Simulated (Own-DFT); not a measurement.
# What a defect does to the pressure of its cell: 2H SiC

Everything here is calculated. The program is Own-DFT (plane waves, in-house, since retired, never reviewed by a person); positions were held fixed, and spin and spin-orbit coupling were off.

Common settings: PBE; PseudoDojo norm-conserving scalar-relativistic files; cutoff 42 hartree; 4 x 4 x 3 k mesh centred on Gamma; Fermi-Dirac smearing of 0.1 eV.

Keep in mind (not all hold for every row): not probed for a lower state with spin; forces on such cells moved up to 12 meV/angstrom on a denser k mesh; forces on such cells passed a denser k mesh, each cell not checked; stress not checked against mesh or cutoff.

All runs share one cell, with vectors in Å (9.248, 0.000, 0.000); (-4.624, 8.009, 0.000); (0.000, 0.000, 10.068) and a volume of 745.7 Å³. u is the rms random offset of the atoms per axis. The defect's site can differ from row to row.

| cell | formula | u (Å) | P (GPa) |
|---|---|---|---|
| no defect | C36Si36 | 0.0299 | 3.85 |
| no defect | C36Si36 | 0.0329 | 4.05 |
| no defect | C36Si36 | 0.0587 | 6.27 |
| one C vacancy | C35Si36 | 0.0289 | 3.66 |
| one C vacancy | C35Si36 | 0.0292 | 3.80 |
| one C vacancy | C35Si36 | 0.0298 | ? |
| one C vacancy | C35Si36 | 0.0313 | 3.83 |
| two Al on a Si site each | Al2C36Si34 | 0.0294 | 5.75 |
| two Al on a Si site each | Al2C36Si34 | 0.0487 | 7.23 |
| two Al on a Si site each | Al2C36Si34 | 0.0518 | 7.45 |
| two N on a C site each | C34N2Si36 | 0.0287 | 2.98 |
| two N on a C site each | C34N2Si36 | 0.0487 | 4.12 |
| two N on a C site each | C34N2Si36 | 0.0499 | 4.07 |
| one Si on a C site | C35Si37 | 0.0295 | 10.37 |
| one Si on a C site | C35Si37 | 0.0304 | 10.40 |
| one Si on a C site | C35Si37 | 0.0464 | 11.49 |

## What the rows give

P = P0 + c u² + a shift for each defect gives P0 = 3.12 GPa, c = 888 ± 38 GPa/Å² and a scatter of 0.11 GPa. The shifts, and each times the cell's volume:

- one Si on a C site: 6.47 ± 0.09 GPa, 30.1 eV
- two Al on a Si site each: 1.94 ± 0.09 GPa, 9.0 eV (4.5 eV for each of its 2 sites)
- one C vacancy: -0.14 ± 0.10 GPa, -0.7 eV (not resolved)
- two N on a C site each: -1.08 ± 0.09 GPa, -5.0 eV (-2.5 eV for each of its 2 sites)

Against the defect-free cell, a freed cell would be larger where the shift is positive and smaller where it is negative (160.2 GPa Å³ is 1 eV). The atoms around the defects weren't relaxed, which would change these numbers.

## Withheld run

The question: what pressure belongs in the blank (one C vacancy, u = 0.0298 Å)?

The fit gives 3.77 ± 0.13 GPa. The hidden result is 3.64 GPa.
